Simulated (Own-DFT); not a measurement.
# PBE and PBEsol under strain: zincblende InGaAs with randomly placed atoms, 64 atoms (As32Ga24In8)

Calculated, not measured: single-point runs of Own-DFT, a retired in-house plane-wave DFT program that no person has reviewed, on unrelaxed cells, without spin or spin-orbit coupling.

Keep in mind: forces on such cells passed a denser k mesh, each cell not checked; stress not checked against mesh or cutoff.

Each geometry was run with PBE and with PBEsol, otherwise alike: PseudoDojo norm-conserving scalar-relativistic files made for PBE; cutoff 42 hartree; 3 x 3 x 3 k mesh centred on Gamma; Fermi-Dirac smearing of 0.1 eV. Unstrained cell vectors in Å: (11.509, 0.000, 0.000); (0.000, 11.509, 0.000); (0.000, 0.000, 11.509). Each has a uniform strain, of which the change of volume is shown, and random moves of rms u per axis. The random placing of the alloy's atoms differs from row to row.

| run | volume change (%) | u (Å) | P with PBE (GPa) | P with PBEsol (GPa) |
|---|---|---|---|---|
| 1 | -1.37 | 0.0523 | 6.13 | 3.04 |
| 2 | -3.72 | 0.0454 | 7.93 | 4.69 |
| 3 | 1.98 | 0.0479 | 3.42 | 0.52 |
| 4 | 1.00 | 0.0497 | 3.93 | 0.97 |
| 5 | -0.66 | 0.0519 | 5.49 | 2.44 |
| 6 | -3.03 | 0.0459 | 7.36 | 4.16 |
| 7 | -1.72 | 0.0513 | 6.51 | 3.40 |
| 8 | -2.02 | 0.0503 | 6.52 | 3.38 |
| 9 | 0.39 | 0.0519 | 4.67 | ? |

The question: by how much does PBEsol shrink this cell, and what belongs in the blank?

## Answer

Write v for the change of volume as a fraction. Fitted to v and u², the PBE pressure has a slope of -82 ± 3 GPa in v, with the ions held to the strained lattice. The difference PBEsol less PBE is -3.02 + 6.0 v GPa (slope ± 0.1) and averages -3.09 GPa. Divided by the mean slope of the two, 79 GPa, that makes PBEsol's volume at a given pressure, near 4 GPa, about 3.9 % smaller, or 1.30 % in lengths. At one volume PBEsol's slope is the smaller by 6 GPa, but its pressure there is lower too. If stiffness rises by about 4 GPa for each GPa, PBEsol at equal pressure is stiffer by about 6 GPa. Files made for PBEsol would give a different shift.

For run 9 the line gives 1.68 GPa. The run itself gave 1.68 GPa.
